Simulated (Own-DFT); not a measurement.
# Computed records: Hf₃₆O₇₁ (tetragonal hafnia with one neutral oxygen vacancy, atoms displaced)

All values are calculated (Own-DFT development build). A calculation, not a measurement: plane-wave PBE and HSE06 DFT by an unreviewed code, no spin, of a simulated cell at Gamma alone, so results move with cell size and shape, stress positive in tension, energies less offsets, not probed for a lower state with spin; hafnium file: forces about 75 meV/angstrom off all-electron values; oxygen file: force components 24 meV/angstrom off all-electron in a glass; k mesh not checked against a denser one; forces and stress are PBE's, HSE06 gives the energy alone, and its difference from PBE has offsets of its own; offsets are fitted by least squares, one for each functional and potential file, so energies compare only between cells with the same atoms and settings and are not formation energies; the far tail of each file's local potential was reset to the Coulomb form; each entry is a single point on an unrelaxed cell, so the pressure reflects the starting lattice, taken from the Materials Project, from which strain is counted, and rises with the displacements; printed positions are rounded, which can move forces by about a meV/angstrom; the program is a retired in-house code; no spin-orbit coupling.

Settings shared by all entries: first functional PBE; second functional HSE06; exact exchange share 0.25; screening 0.11 1/bohr; exchange divergence Gygi-Baldereschi; potential files PseudoDojo norm-conserving, scalar-relativistic, made for PBE, standard set; wave cutoff 48 hartree; occupations fixed; k mesh 1 x 1 x 1 centred on Gamma.

```json
{"entry": 1, "formula": "Hf36O71", "kind": "tetragonal hafnia with one neutral oxygen vacancy, atoms displaced", "structure": {"cell_angstrom": [[10.78, 0.0, 0.0], [0.0, 10.78, 0.0], [0.0, 0.0, 10.4493]], "atoms_fractional": [["Hf", 0.00104, 0.0027, 0.9988], ["Hf", 0.17212, 0.16516, 0.24961], ["O", 0.99602, 0.16533, 0.15372], ["O", 0.16532, 0.0001, 0.35082], ["O", 0.004, 0.16672, 0.4056], ["O", 0.16236, 0.0021, 0.09774], ["Hf", 0.00134, 0.00063, 0.50039], ["Hf", 0.16494, 0.16851, 0.74509], ["O", 0.99345, 0.16634, 0.65354], ["O", 0.16503, 0.0024, 0.84893], ["O", 0.99896, 0.16853, 0.90187], ["O", 0.16481, 0.0044, 0.59654], ["Hf", 0.00285, 0.33228, 0.00236], ["Hf", 0.16641, 0.50226, 0.2505], ["O", 0.00197, 0.50129, 0.15936], ["O", 0.16597, 0.3354, 0.35026], ["O", 0.00152, 0.50047, 0.4032], ["O", 0.16501, 0.33789, 0.09646], ["Hf", 0.00193, 0.33199, 0.50036], ["Hf", 0.16649, 0.50334, 0.75303], ["O", 0.00278, 0.50031, 0.64842], ["O", 0.16723, 0.33066, 0.84744], ["O", 0.00233, 0.49962, 0.90183], ["O", 0.16405, 0.33265, 0.59745], ["Hf", 0.99737, 0.66635, 0.00432], ["Hf", 0.16643, 0.82917, 0.25038], ["O", 0.9966, 0.83553, 0.14352], ["O", 0.16694, 0.66085, 0.34613], ["O", 0.99935, 0.83387, 0.40477], ["O", 0.16792, 0.66776, 0.10127], ["Hf", 0.99907, 0.66811, 0.49953], ["Hf", 0.16617, 0.83337, 0.75124], ["O", 0.99722, 0.83907, 0.6586], ["O", 0.16568, 0.66414, 0.84282], ["O", 0.9933, 0.82983, 0.90041], ["O", 0.16348, 0.66981, 0.60322], ["Hf", 0.33077, 0.99843, 0.99767], ["Hf", 0.49792, 0.16646, 0.24915], ["O", 0.32858, 0.16236, 0.15736], ["O", 0.49767, 0.0042, 0.34792], ["O", 0.33217, 0.16861, 0.39955], ["O", 0.49941, 0.00098, 0.09069], ["Hf", 0.33462, 0.00089, 0.50346], ["Hf", 0.50175, 0.16819, 0.74735], ["O", 0.3323, 0.16638, 0.65267], ["O", 0.49888, 0.00022, 0.85221], ["O", 0.32724, 0.16488, 0.9084], ["O", 0.50023, 0.99621, 0.6035], ["Hf", 0.33367, 0.33626, 0.00139], ["Hf", 0.49806, 0.50645, 0.25149], ["O", 0.50239, 0.33174, 0.3471], ["O", 0.33561, 0.50425, 0.40668], ["O", 0.4968, 0.33133, 0.10315], ["Hf", 0.3371, 0.33189, 0.50313], ["Hf", 0.50285, 0.49788, 0.74996], ["O", 0.33996, 0.50107, 0.64873], ["O", 0.49834, 0.33322, 0.84729], ["O", 0.33422, 0.50054, 0.89924], ["O", 0.50154, 0.33671, 0.59929], ["Hf", 0.33154, 0.66508, 0.99815], ["Hf", 0.50246, 0.83584, 0.25185], ["O", 0.3334, 0.83082, 0.15019], ["O", 0.50337, 0.66825, 0.34363], ["O", 0.33533, 0.83324, 0.40248], ["O", 0.49568, 0.66647, 0.09785], ["Hf", 0.3332, 0.66157, 0.50444], ["Hf", 0.50426, 0.83307, 0.74948], ["O", 0.33135, 0.82928, 0.65265], ["O", 0.50248, 0.6668, 0.84632], ["O", 0.33606, 0.837, 0.90591], ["O", 0.49812, 0.66605, 0.59265], ["Hf", 0.66886, 0.9961, 0.00018], ["Hf", 0.83397, 0.16459, 0.24517], ["O", 0.66476, 0.16878, 0.14874], ["O", 0.83045, 0.99925, 0.34712], ["O", 0.66501, 0.16512, 0.40265], ["O", 0.83135, 0.00417, 0.09617], ["Hf", 0.66839, 0.99699, 0.49896], ["Hf", 0.83012, 0.16329, 0.75572], ["O", 0.67107, 0.16694, 0.6499], ["O", 0.83139, 0.99408, 0.84433], ["O", 0.66437, 0.16834, 0.896], ["O", 0.83515, 0.00049, 0.59712], ["Hf", 0.6667, 0.33668, 0.0018], ["Hf", 0.83327, 0.49874, 0.25216], ["O", 0.66673, 0.49894, 0.15357], ["O", 0.83045, 0.32895, 0.34617], ["O", 0.67267, 0.49659, 0.39918], ["O", 0.83429, 0.33631, 0.09759], ["Hf", 0.6675, 0.33325, 0.50083], ["Hf", 0.83728, 0.49369, 0.74953], ["O", 0.66477, 0.49788, 0.65269], ["O", 0.83558, 0.3382, 0.8445], ["O", 0.66445, 0.50203, 0.90285], ["O", 0.83961, 0.33558, 0.59682], ["Hf", 0.66894, 0.66259, 0.00085], ["Hf", 0.83588, 0.82851, 0.24727], ["O", 0.66264, 0.83032, 0.14781], ["O", 0.83859, 0.66469, 0.34449], ["O", 0.66679, 0.83538, 0.40519], ["O", 0.83697, 0.66456, 0.09741], ["Hf", 0.66811, 0.66643, 0.49535], ["Hf", 0.83404, 0.83474, 0.75408], ["O", 0.66693, 0.83189, 0.65923], ["O", 0.82924, 0.66974, 0.84324], ["O", 0.66179, 0.83138, 0.90285], ["O", 0.8353, 0.66086, 0.59814]]}, "results": {"PBE_energy_of_cell_above_offsets [eV]": "-100.844", "HSE06_less_PBE_above_offsets [eV]": "-0.137", "PBE_pressure [GPa]": 1.01, "PBE_stress_xx [GPa]": -0.46, "PBE_stress_yy [GPa]": -0.77, "PBE_stress_zz [GPa]": -1.79, "PBE_stress_yz [GPa]": -0.42, "PBE_stress_xz [GPa]": 0.14, "PBE_stress_xy [GPa]": -0.04, "force_element": ["Hf", "Hf", "O", "O", "O", "O", "Hf", "Hf", "O", "O", "O", "O", "Hf", "Hf", "O", "O", "O", "O", "Hf", "Hf", "O", "O", "O", "O", "Hf", "Hf", "O", "O", "O", "O", "Hf", "Hf", "O", "O", "O", "O", "Hf", "Hf", "O", "O", "O", "O", "Hf", "Hf", "O", "O", "O", "O", "Hf", "Hf", "O", "O", "O", "Hf", "Hf", "O", "O", "O", "O", "Hf", "Hf", "O", "O", "O", "O", "Hf", "Hf", "O", "O", "O", "O", "Hf", "Hf", "O", "O", "O", "O", "Hf", "Hf", "O", "O", "O", "O", "Hf", "Hf", "O", "O", "O", "O", "Hf", "Hf", "O", "O", "O", "O", "Hf", "Hf", "O", "O", "O", "O", "Hf", "Hf", "O", "O", "O", "O"], "force_x [eV/angstrom]": [0.043, -1.589, 1.162, 0.205, -0.276, 0.243, -0.379, -0.511, 0.788, -0.318, -0.377, 0.653, -0.383, 0.539, -0.439, 0.355, -0.388, 0.772, -0.009, -0.07, 0.086, -0.06, -0.082, 1.149, 0.754, 0.692, 0.432, -0.109, 0.048, -0.346, 0.051, -0.074, 0.758, 0.291, 0.629, 0.274, 0.379, 0.537, 1.105, 0.117, 0.03, 0.176, -0.277, 0.432, 0.573, 0.098, 0.361, 0.108, -0.118, -0.44, -0.272, 0.333, 0.018, -0.84, -0.094, -1.314, -0.041, -0.201, -0.036, 0.586, -1.336, -0.222, 0.416, -0.172, 0.377, -0.602, -0.864, 0.127, -0.29, -0.611, 1.237, -1.299, -0.892, 0.219, 0.155, -0.114, 0.354, 0.42, 0.304, -0.833, -0.13, 0.539, -0.75, -0.317, 0.171, -0.213, 0.241, -0.199, -0.067, 0.803, 0.029, 0.654, -0.356, 0.082, -1.353, -0.84, -0.29, 1.202, -0.503, -0.064, -0.948, 0.018, 0.079, 0.349, 0.014, 0.26, -0.525], "force_y [eV/angstrom]": [-0.503, 0.152, 0.253, -0.554, -0.235, -0.223, 0.539, -0.073, -0.065, -0.487, -0.173, -0.148, 0.165, -1.275, 0.105, -0.043, 0.039, 0.023, 0.253, -1.159, 0.017, 0.673, 0.204, -0.256, 0.1, 0.652, -0.323, 1.539, -0.28, -0.291, -0.992, 0.131, -0.193, 1.051, 0.345, -0.168, 0.414, 0.533, 0.202, -0.897, -0.276, -0.035, -0.475, -0.866, 0.199, 0.407, 0.716, 0.321, -0.57, -1.226, 0.766, -1.267, 0.544, 0.38, 0.642, -0.074, -0.137, -0.191, -0.67, 0.724, 0.271, 0.398, 0.154, -0.13, -0.857, 1.441, 0.349, 0.454, -0.323, -1.215, 0.202, 0.581, 0.057, 0.047, -0.487, -0.103, -0.314, 1.428, 0.393, 0.18, 1.591, 0.046, -0.152, -0.802, -1.255, 0.296, 0.328, 0.97, 0.029, -0.541, 1.72, -0.027, -1.455, -0.77, 0.292, 0.852, 1.127, 0.044, 0.784, -0.908, 0.065, -0.647, -1.047, -0.073, -1.425, 0.015, 0.438], "force_z [eV/angstrom]": [-0.1, 1.26, -0.474, -0.656, -0.275, 0.194, 0.051, 0.547, 0.303, -0.27, 0.219, 0.362, -0.465, 0.072, -0.811, -0.672, 0.064, 0.317, -0.465, -1.022, 0.849, -0.093, 0.346, 0.28, -1.064, 0.023, 1.118, 0.521, -0.749, -0.484, 0.658, -0.279, -0.729, 1.25, 0.672, -0.745, 0.471, -0.082, -0.819, 0.114, 0.73, 1.067, -0.585, 0.866, -0.256, -1.108, -0.392, -0.607, -0.406, -0.578, 0.32, -1.004, -0.797, -0.659, 0.068, 0.524, 0.279, 0.747, 0.013, 0.221, -0.586, 0.79, 0.495, 0.158, -0.154, 0.268, 0.688, 0.31, -0.095, -0.693, 0.013, -0.551, 0.89, 0.117, -0.473, 0.227, -0.033, 0.55, -0.814, 0.11, 1.165, 0.636, -0.167, 0.184, 0.189, -0.301, -0.138, 0.436, -0.367, -0.394, -1.208, -0.149, 0.908, 0.099, 0.141, -0.489, 0.111, 0.737, 0.266, -0.647, 0.357, 1.178, -0.89, -1.165, 0.892, 0.406, -0.89]}}
{"entry": 2, "formula": "Hf36O71", "kind": "tetragonal hafnia with one neutral oxygen vacancy, atoms displaced", "structure": {"cell_angstrom": [[10.78, 0.0, 0.0], [0.0, 10.78, 0.0], [0.0, 0.0, 10.4493]], "atoms_fractional": [["Hf", 0.99948, 0.99983, 0.00033], ["Hf", 0.16292, 0.16497, 0.25458], ["O", 0.00344, 0.16496, 0.15131], ["O", 0.16065, 0.00328, 0.34186], ["O", 0.00137, 0.16791, 0.40148], ["O", 0.16745, 0.00061, 0.0943], ["Hf", 0.00066, 0.00318, 0.49693], ["Hf", 0.16712, 0.16466, 0.75401], ["O", 0.00043, 0.16396, 0.6567], ["O", 0.16133, 0.99692, 0.84724], ["O", 0.99847, 0.16366, 0.90374], ["O", 0.17196, 0.99584, 0.59407], ["Hf", 0.99603, 0.33263, 0.99716], ["Hf", 0.16629, 0.49832, 0.25051], ["O", 0.99843, 0.4992, 0.15317], ["O", 0.17167, 0.33158, 0.34361], ["O", 0.99929, 0.50093, 0.39962], ["O", 0.16819, 0.33882, 0.10263], ["Hf", 0.00218, 0.33014, 0.50247], ["Hf", 0.16144, 0.49729, 0.75475], ["O", 0.0011, 0.49699, 0.6514], ["O", 0.16459, 0.33304, 0.84712], ["O", 0.99504, 0.49853, 0.90356], ["O", 0.16789, 0.33198, 0.59849], ["Hf", 0.99876, 0.66512, 0.00182], ["Hf", 0.1635, 0.83441, 0.24898], ["O", 0.00202, 0.83014, 0.14527], ["O", 0.16794, 0.66682, 0.34954], ["O", 0.00014, 0.83189, 0.39895], ["O", 0.1634, 0.66702, 0.09411], ["Hf", 0.0008, 0.66456, 0.49568], ["Hf", 0.16529, 0.83337, 0.75009], ["O", 0.99439, 0.83168, 0.65477], ["O", 0.16797, 0.66425, 0.85025], ["O", 0.99995, 0.8316, 0.89578], ["O", 0.16473, 0.67107, 0.5943], ["Hf", 0.33394, 0.99826, 0.99801], ["Hf", 0.49615, 0.16345, 0.25266], ["O", 0.33102, 0.17011, 0.14925], ["O", 0.50062, 0.99635, 0.34878], ["O", 0.32844, 0.16391, 0.39937], ["O", 0.501, 0.00037, 0.09514], ["Hf", 0.3324, 0.99807, 0.49866], ["Hf", 0.50284, 0.16973, 0.74918], ["O", 0.33178, 0.16391, 0.65507], ["O", 0.49797, 0.00074, 0.84363], ["O", 0.33134, 0.16712, 0.89907], ["O", 0.49973, 0.00055, 0.60277], ["Hf", 0.33043, 0.3348, 0.99934], ["Hf", 0.498, 0.50043, 0.25175], ["O", 0.32874, 0.49594, 0.15161], ["O", 0.50268, 0.33403, 0.34877], ["O", 0.33232, 0.49556, 0.40057], ["O", 0.49523, 0.33675, 0.09624], ["Hf", 0.33582, 0.33327, 0.49859], ["Hf", 0.49831, 0.50448, 0.74804], ["O", 0.33475, 0.50279, 0.65592], ["O", 0.49531, 0.33794, 0.84864], ["O", 0.33363, 0.49949, 0.89731], ["O", 0.50846, 0.33334, 0.59903], ["Hf", 0.33247, 0.6706, 0.99826], ["Hf", 0.49725, 0.8328, 0.24481], ["O", 0.33401, 0.83677, 0.15085], ["O", 0.49731, 0.66979, 0.34299], ["O", 0.33564, 0.83104, 0.40001], ["O", 0.50104, 0.67212, 0.0976], ["Hf", 0.33549, 0.66246, 0.50536], ["Hf", 0.5028, 0.83036, 0.74817], ["O", 0.33334, 0.82987, 0.651], ["O", 0.49999, 0.66587, 0.85054], ["O", 0.33374, 0.83351, 0.90244], ["O", 0.50173, 0.67082, 0.59911], ["Hf", 0.66823, 0.99393, 0.99805], ["Hf", 0.83188, 0.17353, 0.24688], ["O", 0.66731, 0.16763, 0.15404], ["O", 0.82961, 0.99599, 0.34313], ["O", 0.66576, 0.16263, 0.39973], ["O", 0.8336, 0.99606, 0.09904], ["Hf", 0.6651, 0.99874, 0.50073], ["Hf", 0.83702, 0.16521, 0.74685], ["O", 0.83231, 0.00022, 0.84907], ["O", 0.66941, 0.16801, 0.90261], ["O", 0.83865, 0.9991, 0.60446], ["Hf", 0.67196, 0.3366, 0.99962], ["Hf", 0.83938, 0.50173, 0.24899], ["O", 0.66778, 0.50199, 0.15827], ["O", 0.83105, 0.33276, 0.34724], ["O", 0.66614, 0.50077, 0.40412], ["O", 0.83898, 0.33057, 0.10005], ["Hf", 0.66981, 0.33478, 0.50242], ["Hf", 0.83333, 0.49571, 0.74697], ["O", 0.66676, 0.49776, 0.65335], ["O", 0.83288, 0.33643, 0.84943], ["O", 0.66579, 0.49485, 0.90232], ["O", 0.83039, 0.33042, 0.59848], ["Hf", 0.66991, 0.66924, 0.99855], ["Hf", 0.83769, 0.83447, 0.24549], ["O", 0.66404, 0.83866, 0.1517], ["O", 0.83093, 0.66317, 0.34691], ["O", 0.67109, 0.83204, 0.39936], ["O", 0.83391, 0.66418, 0.09846], ["Hf", 0.6653, 0.66656, 0.50034], ["Hf", 0.83226, 0.83328, 0.75169], ["O", 0.66762, 0.83145, 0.65283], ["O", 0.83461, 0.66391, 0.83882], ["O", 0.66428, 0.82728, 0.90071], ["O", 0.83341, 0.6638, 0.59527]]}, "results": {"PBE_energy_of_cell_above_offsets [eV]": "-100.898", "HSE06_less_PBE_above_offsets [eV]": "-0.131", "PBE_pressure [GPa]": 0.69, "PBE_stress_xx [GPa]": -0.38, "PBE_stress_yy [GPa]": -0.39, "PBE_stress_zz [GPa]": -1.29, "PBE_stress_yz [GPa]": 0.18, "PBE_stress_xz [GPa]": 0.05, "PBE_stress_xy [GPa]": 0.04, "force_element": ["Hf", "Hf", "O", "O", "O", "O", "Hf", "Hf", "O", "O", "O", "O", "Hf", "Hf", "O", "O", "O", "O", "Hf", "Hf", "O", "O", "O", "O", "Hf", "Hf", "O", "O", "O", "O", "Hf", "Hf", "O", "O", "O", "O", "Hf", "Hf", "O", "O", "O", "O", "Hf", "Hf", "O", "O", "O", "O", "Hf", "Hf", "O", "O", "O", "O", "Hf", "Hf", "O", "O", "O", "O", "Hf", "Hf", "O", "O", "O", "O", "Hf", "Hf", "O", "O", "O", "O", "Hf", "Hf", "O", "O", "O", "O", "Hf", "Hf", "O", "O", "O", "Hf", "Hf", "O", "O", "O", "O", "Hf", "Hf", "O", "O", "O", "O", "Hf", "Hf", "O", "O", "O", "O", "Hf", "Hf", "O", "O", "O", "O"], "force_x [eV/angstrom]": [0.227, 1.105, -0.837, 0.035, -0.156, -0.172, -0.241, 0.923, 0.672, 0.272, 0.007, -1.489, 1.494, 0.256, 0.629, -0.507, 0.172, -1.287, -0.017, 1.003, -0.204, -0.348, 0.45, 0.008, 0.361, 0.702, -0.165, -0.105, 0.073, 0.622, -0.456, -0.51, 1.088, -0.155, -0.207, 0.193, 0.2, 0.31, 0.138, -0.171, 0.534, -0.215, 1.17, 0.115, 0.347, 0.339, -0.343, 0.205, 0.622, 0.258, 0.786, -0.437, 0.204, 1.115, 0.188, 0.391, -0.75, 0.292, -0.321, -1.409, 0.098, 0.384, -0.937, -0.034, -0.492, -0.111, -0.796, -0.617, 0.247, 0.007, -0.139, -0.157, -0.186, -0.324, -0.297, 0.8, 0.117, 0.134, 0.356, -1.696, -0.23, -0.215, -0.838, -1.549, -1.383, 0.069, 0.283, -0.325, -0.799, -0.603, -0.319, 0.005, 0.356, 0.286, 1.238, -0.882, -1.165, 0.981, 0.5, -0.265, -0.145, 1.166, 0.664, -0.096, -0.354, 0.251, 0.002], "force_y [eV/angstrom]": [-0.464, 1.02, -0.041, -1.434, 0.1, -0.343, -1.261, 0.012, 0.314, 0.334, 0.628, 0.051, -0.298, -0.067, 0.238, 0.337, -1.157, -0.14, 0.975, 0.569, -0.249, -0.214, 0.191, 0.071, 0.483, -0.559, 0.166, 0.003, 0.492, 0.06, 0.616, -0.694, 0.142, 0.229, -0.106, -0.343, 0.988, 0.525, -0.505, 0.49, 0.237, 0.161, -0.44, 0.08, 0.372, -0.319, -0.327, 0.258, -0.082, -0.393, 0.899, -0.523, 0.624, -0.001, -0.659, -1.061, -0.039, -0.677, 0.602, -0.626, -1.153, -0.037, -0.174, -0.779, 0.35, -0.286, 0.895, 0.726, -0.055, 0.18, 0.0, -0.401, 1.084, -1.212, 0.096, 1.091, 0.467, -0.046, -0.218, -0.355, -0.162, -0.103, 0.704, -0.839, -0.002, -0.299, 0.294, 0.046, -0.022, -0.244, 0.956, 0.255, -1.034, 1.501, -0.42, -1.561, -0.156, -0.341, 0.704, -0.196, 0.333, 0.248, -0.004, 0.146, -0.068, 0.973, -0.134], "force_z [eV/angstrom]": [-0.199, -1.904, 0.05, 0.898, 0.331, 0.124, 0.459, 0.001, -0.97, -0.183, -0.198, 0.108, 0.595, -0.452, -0.506, 1.192, 0.36, -1.029, -0.204, -0.193, -0.146, 0.219, -0.241, -0.353, -0.881, 0.061, 0.33, -0.605, -0.049, 0.502, 0.52, -0.44, -0.538, -0.479, 0.981, 0.366, 0.165, -0.772, 0.586, 0.015, 0.495, -0.021, 0.116, 0.368, -0.407, 0.345, 0.323, -0.89, 0.336, -0.717, 0.191, 0.07, 0.556, -0.007, 0.158, 1.178, -1.023, -0.672, 0.702, -0.051, 0.065, 0.634, -0.195, 0.71, 0.432, -0.411, -0.877, 0.085, 0.333, -0.279, -0.337, 0.112, 0.23, 0.16, -0.093, 0.477, 1.155, -0.457, -0.303, 0.777, 0.155, -0.203, -1.026, 0.531, 0.706, -0.515, 0.316, 0.336, -0.05, -1.209, 0.005, -0.125, -0.054, 0.167, 0.299, 0.552, 0.814, -0.522, -0.348, 0.655, -0.358, -0.695, -0.477, -0.224, 1.026, -0.193, -0.346]}}
```
